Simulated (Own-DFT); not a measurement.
# How strain changes the stress of wurtzite AlGaN with randomly placed atoms, 72 atoms (Al9Ga27N36)

All numbers below are calculated, not measured. The program, named Own-DFT, is a retired in-house plane-wave density functional code that no person has reviewed. Each row is one single-point run on a periodic cell that was not relaxed, without spin or spin-orbit coupling.

Settings of every run: PBE; PseudoDojo norm-conserving scalar-relativistic files (stringent for Ga); cutoff 96 hartree; 4 x 4 x 3 k mesh centred on Gamma; Gaussian smearing of 0.01 eV.

Known limits: forces on such cells passed a denser k mesh, each cell not checked; stress not checked against mesh or cutoff.

Unstrained cell vectors in Å: (9.509, 0.000, 0.000); (-4.755, 8.235, 0.000); (0.000, 0.000, 10.268). The unstrained cell has measured lattice constants (interpolated for alloys), not those of this functional. That, the random moves and any unrelaxed bonds set the pressure at no strain. Each run strains this cell uniformly, with the atoms carried along. Every atom was also moved at random, by a Gaussian of width 0.05 Å on each axis. The random placing of the alloy's atoms differs from row to row. Strain is the symmetric tensor, in per cent. Stress is positive in tension, and the pressure is minus a third of its trace.

```
run,e_xx (%),e_yy (%),e_zz (%),s_xx (GPa),s_yy (GPa),s_zz (GPa),P (GPa),E (meV/atom)
1,3.00,3.00,0.00,8.28,8.27,-6.20,-3.45,5.6
2,-2.25,-2.25,0.00,-21.22,-18.26,-11.18,16.89,36.3
3,-2.50,-2.50,0.00,-24.71,-22.38,-10.69,19.26,65.0
4,-0.75,-0.75,0.00,-11.50,-9.61,-8.99,10.03,14.0
5,2.25,2.25,0.00,3.90,5.08,-6.42,-0.85,9.0
6,-1.25,-1.25,0.00,-15.17,-12.25,-9.10,12.17,13.5
7,-0.25,-0.25,0.00,-9.19,-6.29,-8.43,7.97,1.4
8,1.00,1.00,0.00,-1.06,-2.25,-6.08,3.13,0.0
9,0.75,0.75,0.00,?,?,?,?,?
```

E is the free energy for each atom above the lowest run shown.

## Worked fit

The change of volume is close to e_xx + e_yy + e_zz. A straight line through the runs shown gives P = 7.84 - 199 x (fractional change of volume) GPa, with an error of 9 on the slope and a scatter of 0.97 GPa. The strain isn't the same on all axes and the cell isn't cubic, so the slope belongs to this path and is not the bulk modulus.

## Withheld run

Question: what pressure should run 9 give? Its volume changes by 1.51 %.

The line gives 4.8 GPa. The calculation gave 3.95 GPa.
